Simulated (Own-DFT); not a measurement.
Simulation results for Si12O23 (quartz with two neutral oxygen vacancies, atoms displaced)

A calculation, not a measurement: plane-wave PBE and HSE06 DFT by an unreviewed code, no spin, of a simulated cell at Gamma alone, so results move with cell size and shape, stress positive in tension, energies less offsets, not probed for a lower state with spin; oxygen file: force components 24 meV/angstrom off all-electron in a glass; k mesh not checked against a denser one; forces and stress are PBE's, HSE06 gives the energy alone, and its difference from PBE has offsets of its own; offsets are fitted by least squares, one for each functional and potential file, so energies compare only between cells with the same atoms and settings and are not formation energies; the far tail of each file's local potential was reset to the Coulomb form; each entry is a single point on an unrelaxed cell, so the pressure reflects the starting lattice, mostly measured values (interpolated for alloys), from which strain is counted, and rises with the displacements; printed positions are rounded, which can move forces by about a meV/angstrom; the program, named Own-DFT, is a retired in-house code; no spin-orbit coupling. Program: Own-DFT development build.

Common to all runs: first functional PBE; second functional HSE06; exact exchange share 0.25; screening 0.11 1/bohr; exchange divergence Gygi-Baldereschi; potential files PseudoDojo norm-conserving, scalar-relativistic, made for PBE, standard set; wave cutoff 48 hartree; occupations fixed; k mesh 1 x 1 x 1 centred on Gamma.

(1) 
```cif
# cell vector a (Å): 9.8268 0.0000 0.0000
# cell vector b (Å): -4.9134 8.5103 0.0000
# cell vector c (Å): 0.0000 0.0000 10.8104
data_Si12O23
_symmetry_space_group_name_H-M 'P 1'
_symmetry_Int_Tables_number 1
_cell_length_a 9.8268
_cell_length_b 9.8268
_cell_length_c 10.8104
_cell_angle_alpha 90.000
_cell_angle_beta 90.000
_cell_angle_gamma 120.000
_cell_volume 904.06
loop_
_atom_site_label
_atom_site_type_symbol
_atom_site_fract_x
_atom_site_fract_y
_atom_site_fract_z
_atom_site_occupancy
Si1 Si 0.24412 0.00113 0.99902 1
Si2 Si 0.99660 0.22958 0.32963 1
Si3 Si 0.26627 0.25952 0.16902 1
O1 O 0.20745 0.13909 0.05777 1
O2 O 0.42855 0.29516 0.22917 1
O3 O 0.36774 0.07265 0.39491 1
O4 O 0.07332 0.37127 0.44292 1
O5 O 0.13233 0.20259 0.27238 1
O6 O 0.28849 0.42315 0.10874 1
Si4 Si 0.23329 0.99345 0.49658 1
Si5 Si 0.00104 0.23064 0.83077 1
Si6 Si 0.26541 0.26372 0.65960 1
O7 O 0.20427 0.13574 0.55951 1
O8 O 0.36747 0.07682 0.89179 1
O9 O 0.07454 0.36280 0.94116 1
O10 O 0.29079 0.42605 0.60921 1
Si7 Si 0.23453 0.50257 0.00197 1
Si8 Si 0.00432 0.74070 0.33322 1
Si9 Si 0.26581 0.76696 0.16598 1
O11 O 0.20134 0.63273 0.06184 1
O12 O 0.42622 0.78370 0.22079 1
O13 O 0.36571 0.57016 0.39200 1
O14 O 0.07737 0.87270 0.43838 1
O15 O 0.13729 0.70631 0.27333 1
O16 O 0.29437 0.92325 0.10515 1
Si10 Si 0.23234 0.49432 0.49816 1
Si11 Si 0.00196 0.73846 0.82670 1
Si12 Si 0.26149 0.76081 0.66714 1
O17 O 0.20839 0.63492 0.55479 1
O18 O 0.42571 0.79186 0.73157 1
O19 O 0.36842 0.57548 0.89399 1
O20 O 0.07977 0.86797 0.94162 1
O21 O 0.12863 0.70839 0.77287 1
O22 O 0.29478 0.92547 0.61118 1
Si13 Si 0.73555 0.00103 0.99951 1
Si14 Si 0.50060 0.23462 0.33088 1
Si15 Si 0.76243 0.26040 0.16682 1
O23 O 0.71335 0.13580 0.05939 1
O24 O 0.93228 0.29916 0.22199 1
O25 O 0.86909 0.07211 0.38909 1
O26 O 0.57170 0.37050 0.43619 1
O27 O 0.63184 0.20580 0.27342 1
O28 O 0.80061 0.42763 0.10776 1
Si16 Si 0.73488 0.99884 0.50313 1
Si17 Si 0.50062 0.23186 0.83092 1
Si18 Si 0.76325 0.26912 0.67094 1
O29 O 0.71242 0.13220 0.56182 1
O30 O 0.92572 0.29512 0.72423 1
O31 O 0.86289 0.06183 0.89143 1
O32 O 0.57028 0.36734 0.94204 1
O33 O 0.63122 0.20683 0.77703 1
O34 O 0.79639 0.42881 0.61268 1
Si19 Si 0.73536 0.49733 0.00046 1
Si20 Si 0.50111 0.73343 0.34037 1
Si21 Si 0.76954 0.76830 0.16663 1
O35 O 0.70110 0.63163 0.05904 1
O36 O 0.92437 0.79347 0.22746 1
O37 O 0.86793 0.57279 0.39287 1
O38 O 0.56925 0.86078 0.44182 1
O39 O 0.63550 0.70987 0.27363 1
O40 O 0.79472 0.93327 0.10660 1
Si22 Si 0.73967 0.50301 0.49773 1
Si23 Si 0.49804 0.72899 0.83054 1
Si24 Si 0.76608 0.75961 0.66982 1
O41 O 0.71319 0.63933 0.56436 1
O42 O 0.92016 0.78875 0.71971 1
O43 O 0.87068 0.57472 0.89581 1
O44 O 0.57258 0.86630 0.93905 1
O45 O 0.63112 0.70488 0.77767 1
O46 O 0.79485 0.92258 0.60632 1
_calc_PBE_energy_of_cell_above_offsets '-20.842'  # eV
_calc_HSE06_less_PBE_above_offsets '0.083'  # eV
_calc_PBE_pressure 7.11  # GPa
_calc_PBE_stress_xx -7.83  # GPa
_calc_PBE_stress_yy -7.2  # GPa
_calc_PBE_stress_zz -6.29  # GPa
_calc_PBE_stress_yz -0.21  # GPa
_calc_PBE_stress_xz 0.16  # GPa
_calc_PBE_stress_xy -1.02  # GPa
```

Force:
```
element  x (eV/Å)  y (eV/Å)  z (eV/Å)
     Si    -3.015      0.71     0.687
     Si     0.414     2.999     0.375
     Si    -1.592      2.25    -1.096
      O     1.566    -2.415    -1.294
      O    -0.035     0.232    -0.759
      O     0.583     0.198    -0.692
      O    -1.665    -3.463    -2.487
      O    -0.049    -0.435     0.862
      O     0.403     0.061     0.429
     Si     1.337     3.377     3.535
     Si     2.046    -0.147    -1.181
     Si     0.349     0.498     6.343
      O      1.04    -3.683    -3.375
      O     0.693    -1.196    -0.127
      O    -0.488    -0.071    -0.165
      O     0.109     1.487    -0.515
     Si     0.641    -1.001    -0.016
     Si     0.407    -1.876    -0.889
     Si     1.956    -1.724     0.507
      O    -0.249    -0.294    -0.766
      O      0.46     0.386     1.128
      O     0.094    -0.872     0.379
      O    -2.026    -2.087    -0.849
      O    -1.736     0.184     1.369
      O    -0.037     1.968     0.067
     Si      0.81     2.184      0.76
     Si    -2.623    -0.041      3.62
     Si     1.422    -0.287     -0.04
      O    -0.198      0.25     0.536
      O    -1.868     0.355    -1.944
      O    -0.837     -1.82      0.94
      O    -0.665    -0.765    -1.219
      O     2.871    -0.774    -1.431
      O    -1.005     1.074    -1.251
     Si    -0.442    -1.549    -0.989
     Si    -0.275      0.01      1.68
     Si     0.976     1.758     0.036
      O    -1.171     0.021    -0.459
      O     0.001    -0.488     0.659
      O    -1.467    -2.098     1.639
      O     0.737     0.638     0.924
      O     0.913    -0.601    -0.094
      O    -0.688     0.062    -0.158
     Si     1.231    -0.919    -1.238
     Si    -4.482         3    -0.325
     Si     1.615    -1.993    -0.775
      O    -1.569     1.542     0.868
      O     0.434      0.11     0.855
      O     0.782     1.415    -1.255
      O    -0.043    -0.874    -0.643
      O     2.693    -0.823    -0.974
      O    -1.516      1.84    -1.855
     Si    -0.175     1.014      0.52
     Si    -0.417    -1.094    -4.256
     Si    -3.002    -0.381    -1.518
      O     0.601     0.238     0.347
      O     2.197     0.575     0.771
      O     1.078     1.247    -0.974
      O     0.331     2.674     2.325
      O     0.407    -0.086     0.373
      O     1.389    -1.303     1.595
     Si    -1.447    -0.871     1.792
     Si    -0.497     2.074     2.568
     Si     -5.68      1.73     0.136
      O     0.424    -3.545    -3.259
      O     5.364      1.11     2.703
      O     0.103     0.646    -0.886
      O    -0.227    -0.136    -0.059
      O      2.83    -0.402      -1.6
      O    -0.125     0.197     0.088
```

(2) 
```cif
# cell vector a (Å): 9.8268 0.0000 0.0000
# cell vector b (Å): -4.9134 8.5103 0.0000
# cell vector c (Å): 0.0000 0.0000 10.8104
data_Si12O23
_symmetry_space_group_name_H-M 'P 1'
_symmetry_Int_Tables_number 1
_cell_length_a 9.8268
_cell_length_b 9.8268
_cell_length_c 10.8104
_cell_angle_alpha 90.000
_cell_angle_beta 90.000
_cell_angle_gamma 120.000
_cell_volume 904.06
loop_
_atom_site_label
_atom_site_type_symbol
_atom_site_fract_x
_atom_site_fract_y
_atom_site_fract_z
_atom_site_occupancy
Si1 Si 0.23850 0.99953 0.00082 1
Si2 Si 0.00385 0.23575 0.32985 1
Si3 Si 0.26851 0.26793 0.16891 1
O1 O 0.21115 0.13564 0.06332 1
O2 O 0.42078 0.29134 0.23032 1
O3 O 0.36347 0.07093 0.39323 1
O4 O 0.07362 0.36367 0.43815 1
O5 O 0.12553 0.20636 0.27216 1
O6 O 0.29473 0.42409 0.10421 1
Si4 Si 0.23854 0.00223 0.49650 1
Si5 Si 0.99704 0.24019 0.83706 1
Si6 Si 0.26336 0.26355 0.66529 1
O7 O 0.21162 0.13703 0.55756 1
O8 O 0.42450 0.28743 0.73033 1
O9 O 0.07178 0.36774 0.93976 1
O10 O 0.13429 0.20344 0.77110 1
O11 O 0.29652 0.42685 0.61161 1
Si7 Si 0.23951 0.50741 0.00117 1
Si8 Si 0.00086 0.72987 0.34067 1
Si9 Si 0.27038 0.76801 0.16294 1
O12 O 0.20299 0.63303 0.05793 1
O13 O 0.42135 0.79316 0.22894 1
O14 O 0.36209 0.56743 0.39005 1
O15 O 0.07361 0.86443 0.43760 1
O16 O 0.13462 0.71285 0.27514 1
O17 O 0.29105 0.92635 0.10446 1
Si10 Si 0.23797 0.50556 0.49757 1
Si11 Si 0.99691 0.73453 0.83310 1
Si12 Si 0.26538 0.76528 0.66655 1
O18 O 0.20724 0.63289 0.55651 1
O19 O 0.42889 0.79386 0.72060 1
O20 O 0.36850 0.57421 0.89359 1
O21 O 0.13721 0.70747 0.77927 1
O22 O 0.29297 0.92536 0.61009 1
Si13 Si 0.73002 0.99662 0.99530 1
Si14 Si 0.49845 0.23321 0.32457 1
Si15 Si 0.76349 0.26722 0.16731 1
O23 O 0.70340 0.13316 0.06088 1
O24 O 0.92663 0.29037 0.22502 1
O25 O 0.86880 0.07237 0.38989 1
O26 O 0.57884 0.36320 0.43886 1
O27 O 0.63665 0.20502 0.27425 1
O28 O 0.79271 0.41939 0.10485 1
Si16 Si 0.73177 0.99873 0.49796 1
Si17 Si 0.49976 0.23999 0.83604 1
Si18 Si 0.76351 0.27065 0.66522 1
O29 O 0.70566 0.14227 0.56391 1
O30 O 0.92802 0.29011 0.72829 1
O31 O 0.87222 0.06959 0.89249 1
O32 O 0.57289 0.36542 0.94137 1
O33 O 0.63306 0.20904 0.77607 1
O34 O 0.79295 0.42299 0.60691 1
Si19 Si 0.73756 0.50319 0.00020 1
Si20 Si 0.50340 0.73786 0.32866 1
Si21 Si 0.76548 0.75879 0.16716 1
O35 O 0.69915 0.63048 0.05954 1
O36 O 0.92970 0.79710 0.22646 1
O37 O 0.86583 0.57682 0.39417 1
O38 O 0.57580 0.86749 0.44020 1
O39 O 0.63435 0.70276 0.27435 1
O40 O 0.79951 0.93088 0.10475 1
Si22 Si 0.73321 0.49783 0.50012 1
Si23 Si 0.50295 0.73376 0.83419 1
Si24 Si 0.76608 0.76890 0.66489 1
O41 O 0.71062 0.64041 0.56069 1
O42 O 0.92863 0.79667 0.72103 1
O43 O 0.86653 0.57482 0.89414 1
O44 O 0.56959 0.86425 0.93624 1
O45 O 0.63213 0.70759 0.77610 1
O46 O 0.79932 0.93151 0.61191 1
_calc_PBE_energy_of_cell_above_offsets '-20.267'  # eV
_calc_HSE06_less_PBE_above_offsets '0.041'  # eV
_calc_PBE_pressure 7.58  # GPa
_calc_PBE_stress_xx -7.29  # GPa
_calc_PBE_stress_yy -7.99  # GPa
_calc_PBE_stress_zz -7.45  # GPa
_calc_PBE_stress_yz -0.61  # GPa
_calc_PBE_stress_xz -0.05  # GPa
_calc_PBE_stress_xy 0.9  # GPa
```

Force:
```
element  x (eV/Å)  y (eV/Å)  z (eV/Å)
     Si    -1.585      1.51     -5.52
     Si     -4.07     0.042     2.164
     Si    -3.404    -1.668    -0.907
      O    -0.263    -0.482    -0.026
      O     1.202     1.368    -0.385
      O     2.167     1.688    -2.758
      O       0.2     1.263     1.065
      O     5.665    -0.396    -2.586
      O    -0.386      1.54    -0.108
     Si    -1.494    -1.609     2.877
     Si     3.353    -2.592    -1.378
     Si     0.512     -0.07     1.258
      O     0.107    -0.944    -1.106
      O    -1.485     0.959    -2.131
      O     0.681     2.361       2.1
      O    -2.109     0.022     1.608
      O    -1.214     2.169    -1.939
     Si     0.011    -3.071    -1.028
     Si    -0.891     2.202    -3.709
     Si    -3.587    -1.115     0.953
      O    -0.536     1.034     0.676
      O     2.115     0.715     0.152
      O     1.787     2.236    -1.937
      O     0.173     2.018     2.224
      O     2.335    -0.393    -1.557
      O     1.961    -0.713     2.241
     Si     0.509    -3.657     1.475
     Si     1.383       3.5     0.794
     Si    -0.111     -0.96     0.566
      O    -1.313     1.427     0.861
      O     1.345    -0.353     1.183
      O    -0.021    -0.422     0.085
      O     0.035    -0.442     -0.56
      O    -0.989     1.499    -1.473
     Si      1.56      1.75     1.435
     Si     1.652    -0.858     4.074
     Si     3.103    -2.651    -0.056
      O     0.225    -1.035    -0.852
      O    -0.981     0.634    -0.705
      O    -1.015    -0.886     1.064
      O    -1.136    -1.087    -1.058
      O    -1.451    -0.521     0.854
      O    -1.579     3.675    -1.461
     Si     1.932     3.391     2.112
     Si     0.089    -4.336     1.442
     Si     2.372    -2.568     4.236
      O     1.323    -3.912    -3.266
      O    -2.679     0.954    -2.108
      O    -1.041    -0.404     0.519
      O     0.306     2.507     2.023
      O     0.584     0.094    -0.112
      O    -1.494     4.427    -1.682
     Si    -0.585     -1.73     0.355
     Si    -0.294    -1.667     1.964
     Si    -0.251     3.198    -0.475
      O     0.177    -0.594    -0.373
      O     0.941    -0.834     0.845
      O    -0.617    -2.582     0.878
      O    -1.396    -1.692    -1.084
      O    -0.488    -0.229     0.209
      O    -0.311    -1.633     0.296
     Si    -0.122     1.293     1.047
     Si    -2.685    -0.104    -2.215
     Si    -0.377    -0.265     1.934
      O     0.384    -2.431    -1.804
      O     1.109    -0.332     0.863
      O     0.168    -0.858    -0.241
      O    -0.539     1.073     1.437
      O     2.812    -0.282    -1.428
      O    -1.781     1.828    -1.856
```

(3) 
```cif
# cell vector a (Å): 9.8268 0.0000 0.0000
# cell vector b (Å): -4.9134 8.5103 0.0000
# cell vector c (Å): 0.0000 0.0000 10.8104
data_Si12O23
_symmetry_space_group_name_H-M 'P 1'
_symmetry_Int_Tables_number 1
_cell_length_a 9.8268
_cell_length_b 9.8268
_cell_length_c 10.8104
_cell_angle_alpha 90.000
_cell_angle_beta 90.000
_cell_angle_gamma 120.000
_cell_volume 904.06
loop_
_atom_site_label
_atom_site_type_symbol
_atom_site_fract_x
_atom_site_fract_y
_atom_site_fract_z
_atom_site_occupancy
Si1 Si 0.23351 0.00101 0.99772 1
Si2 Si 0.00210 0.23803 0.33132 1
Si3 Si 0.26248 0.26442 0.17103 1
O1 O 0.20426 0.12975 0.06531 1
O2 O 0.42743 0.29691 0.22020 1
O3 O 0.36707 0.06851 0.39743 1
O4 O 0.07381 0.37287 0.43664 1
O5 O 0.13317 0.20140 0.27734 1
O6 O 0.29109 0.42344 0.10954 1
Si4 Si 0.22916 0.99344 0.49809 1
Si5 Si 0.99648 0.23190 0.82941 1
Si6 Si 0.26610 0.26628 0.66740 1
O7 O 0.20707 0.13027 0.56136 1
O8 O 0.42912 0.29805 0.72923 1
O9 O 0.36867 0.07771 0.89343 1
O10 O 0.07523 0.36540 0.94043 1
O11 O 0.28899 0.42593 0.60322 1
Si7 Si 0.23748 0.50454 0.00248 1
Si8 Si 0.99788 0.73442 0.33505 1
Si9 Si 0.26413 0.76595 0.16635 1
O12 O 0.20335 0.62958 0.06330 1
O13 O 0.42080 0.79144 0.22529 1
O14 O 0.36631 0.56965 0.39235 1
O15 O 0.07436 0.87147 0.44120 1
O16 O 0.13019 0.70403 0.27606 1
O17 O 0.29315 0.92792 0.10853 1
Si10 Si 0.23651 0.49814 0.50567 1
Si11 Si 0.00373 0.73700 0.84097 1
Si12 Si 0.27359 0.77275 0.66601 1
O18 O 0.20570 0.63198 0.56423 1
O19 O 0.42920 0.79607 0.72807 1
O20 O 0.36803 0.57511 0.88991 1
O21 O 0.07357 0.86439 0.94503 1
O22 O 0.13131 0.70437 0.77499 1
O23 O 0.29928 0.93081 0.60668 1
Si13 Si 0.73294 0.00230 0.00002 1
Si14 Si 0.50222 0.23389 0.33234 1
Si15 Si 0.76943 0.26783 0.16592 1
O24 O 0.71083 0.13443 0.06235 1
O25 O 0.92852 0.29652 0.22699 1
O26 O 0.86142 0.07054 0.39406 1
O27 O 0.57636 0.36396 0.43529 1
O28 O 0.63898 0.20986 0.28058 1
O29 O 0.79048 0.42520 0.11050 1
Si16 Si 0.74030 0.00107 0.49557 1
Si17 Si 0.49585 0.23594 0.83334 1
Si18 Si 0.76335 0.26054 0.66941 1
O30 O 0.70787 0.13756 0.55536 1
O31 O 0.86513 0.06942 0.88947 1
O32 O 0.57203 0.37029 0.94018 1
O33 O 0.63122 0.20622 0.77983 1
O34 O 0.79229 0.42733 0.60614 1
Si19 Si 0.73749 0.49816 0.00386 1
Si20 Si 0.50372 0.73161 0.33175 1
Si21 Si 0.76494 0.76712 0.17151 1
O35 O 0.70460 0.62914 0.05809 1
O36 O 0.92878 0.79559 0.22855 1
O37 O 0.86408 0.57212 0.39227 1
O38 O 0.56625 0.86127 0.43907 1
O39 O 0.63486 0.70811 0.27429 1
O40 O 0.79832 0.92985 0.10757 1
Si22 Si 0.74108 0.50146 0.50589 1
Si23 Si 0.49800 0.73182 0.82755 1
Si24 Si 0.77112 0.76222 0.66807 1
O41 O 0.70386 0.63418 0.55761 1
O42 O 0.92704 0.80021 0.72904 1
O43 O 0.86075 0.56657 0.89662 1
O44 O 0.56715 0.86455 0.94235 1
O45 O 0.62934 0.70935 0.77369 1
O46 O 0.80096 0.93095 0.60473 1
_calc_PBE_energy_of_cell_above_offsets '-21.294'  # eV
_calc_HSE06_less_PBE_above_offsets '0.128'  # eV
_calc_PBE_pressure 6.55  # GPa
_calc_PBE_stress_xx -7.72  # GPa
_calc_PBE_stress_yy -5.72  # GPa
_calc_PBE_stress_zz -6.22  # GPa
_calc_PBE_stress_yz 0.47  # GPa
_calc_PBE_stress_xz -0.53  # GPa
_calc_PBE_stress_xy 0.78  # GPa
```

Force:
```
element  x (eV/Å)  y (eV/Å)  z (eV/Å)
     Si     1.291     1.014     2.182
     Si    -0.176    -0.838     1.451
     Si     0.461    -0.482    -1.189
      O     -0.47    -0.148    -0.682
      O     2.305    -0.472      1.89
      O     0.473     1.001    -1.424
      O    -0.034    -0.343     0.319
      O    -0.703     -0.33     0.735
      O    -0.697      1.31    -0.684
     Si     2.482     3.097     1.719
     Si     0.306     1.663    -2.642
     Si    -2.168    -1.104     1.127
      O    -0.487     0.616     0.364
      O    -1.106     0.777    -1.513
      O    -0.953    -1.926      0.53
      O    -0.174    -0.178    -0.157
      O     3.256    -1.869     3.533
     Si     1.202    -1.717     -1.24
     Si     0.664     0.126      0.12
     Si    -1.156    -0.372     0.796
      O        -1     0.675     -0.13
      O     2.714    -0.073     1.252
      O     0.017    -0.171      0.25
      O    -2.378    -3.122    -1.463
      O     0.454     0.145    -0.428
      O    -0.375     0.573    -0.848
     Si    -2.745     2.436    -4.785
     Si    -1.223    -2.445    -2.275
     Si    -1.686    -1.968     0.589
      O    -0.025     0.286    -0.008
      O    -0.514     0.975    -1.219
      O     -0.98    -1.664     1.223
      O    -0.896     0.212      0.44
      O     0.763     0.618    -0.575
      O     -0.35     0.414    -0.031
     Si     1.069    -2.255    -0.774
     Si     -1.93    -0.816    -0.504
     Si    -1.203    -1.185     1.852
      O    -0.961     0.657    -0.051
      O      0.71     0.291    -0.331
      O      3.07     2.819    -4.073
      O      0.24     2.187     2.187
      O     1.772    -0.336     -1.82
      O     0.599     0.561     0.447
     Si     -3.75    -2.231     3.385
     Si      1.86      1.59      1.34
     Si     1.935      0.35     1.483
      O     0.198    -0.791    -0.312
      O    -0.201    -0.836     0.694
      O     0.022    -0.389     0.119
      O     0.485     -0.21    -0.796
      O     2.044    -1.485     2.942
     Si    -2.453     -0.77    -0.445
     Si     -4.09     0.075     0.613
     Si     1.271    -0.552    -3.252
      O    -0.743     2.254      2.05
      O    -0.471     0.298    -0.395
      O     0.211     0.049     0.262
      O     1.097     1.601     1.049
      O     1.176    -0.863      0.06
      O    -0.383     0.118     -0.16
     Si    -3.071    -0.473    -3.807
     Si    -0.724     1.781     3.507
     Si    -4.534     1.219    -1.073
      O      0.25    -0.165     0.261
      O     3.644    -0.192      2.41
      O     2.141     2.301     -2.18
      O     0.319     0.118     -0.27
      O     4.046    -0.363    -2.156
      O     0.262    -1.075     0.506
```
